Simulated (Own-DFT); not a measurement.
# Strain and stress in wurtzite AlGaN with randomly placed atoms, 72 atoms (Al27Ga9N36)

All numbers below are calculated, not measured. The program, named Own-DFT, is a retired in-house plane-wave density functional code that no person has reviewed. Each row is one single-point run on a periodic cell that was not relaxed, without spin or spin-orbit coupling.

Settings of every run: PBEsol; PseudoDojo norm-conserving scalar-relativistic files, made for PBE; cutoff 42 hartree; 4 x 4 x 3 k mesh centred on Gamma; Fermi-Dirac smearing of 0.1 eV.

Known limits: forces on such cells passed a denser k mesh, each cell not checked; stress not checked against mesh or cutoff.

Unstrained cell vectors in Å: (9.394, 0.000, 0.000); (-4.697, 8.135, 0.000); (0.000, 0.000, 10.066). The unstrained cell has measured lattice constants (interpolated for alloys), not those of this functional. That, the random moves and any unrelaxed bonds set the pressure at no strain. Each run strains this cell uniformly, with the atoms carried along. Every atom was also moved at random, by a Gaussian of width 0.05 Å on each axis. The random placing of the alloy's atoms differs from row to row. Strain is the symmetric tensor, in per cent. Stress is positive in tension, and the pressure is minus a third of its trace.

| run | e_xx (%) | e_yy (%) | e_zz (%) | s_xx (GPa) | s_yy (GPa) | s_zz (GPa) | P (GPa) | E (meV/atom) |
|---|---|---|---|---|---|---|---|---|
| 1 | 2.75 | 2.75 | 0.00 | 11.37 | 9.06 | 0.26 | -6.90 | 8.9 |
| 2 | -0.50 | -0.50 | 0.00 | -6.39 | -6.47 | -4.33 | 5.73 | 6.7 |
| 3 | 0.75 | 0.75 | 0.00 | 1.16 | -0.04 | -3.19 | 0.69 | 4.6 |
| 4 | -2.50 | -2.50 | 0.00 | -19.28 | -17.75 | -7.62 | 14.88 | 25.7 |
| 5 | 1.75 | 1.75 | 0.00 | 6.17 | 5.07 | -2.03 | -3.07 | 5.8 |
| 6 | -2.75 | -2.75 | 0.00 | -21.07 | -22.01 | -8.22 | 17.10 | 53.2 |
| 7 | -0.25 | -0.25 | 0.00 | -2.30 | -4.73 | -6.11 | 4.38 | 0.0 |
| 8 | -2.25 | -2.25 | 0.00 | -19.95 | -18.30 | -7.01 | 15.09 | 56.7 |
| 9 | 2.25 | 2.25 | 0.00 | ? | ? | ? | ? | ? |

E is the free energy for each atom above the lowest run shown.

## Worked fit

The change of volume is close to e_xx + e_yy + e_zz. A straight line through the runs shown gives P = 4.43 - 219 x (fractional change of volume) GPa, with an error of 8 on the slope and a scatter of 0.89 GPa. The strain isn't the same on all axes and the cell isn't cubic, so the slope belongs to this path and is not the bulk modulus.

## Withheld run

Question: what pressure should run 9 give? Its volume changes by 4.55 %.

The line gives -5.5 GPa. The calculation gave -4.67 GPa.
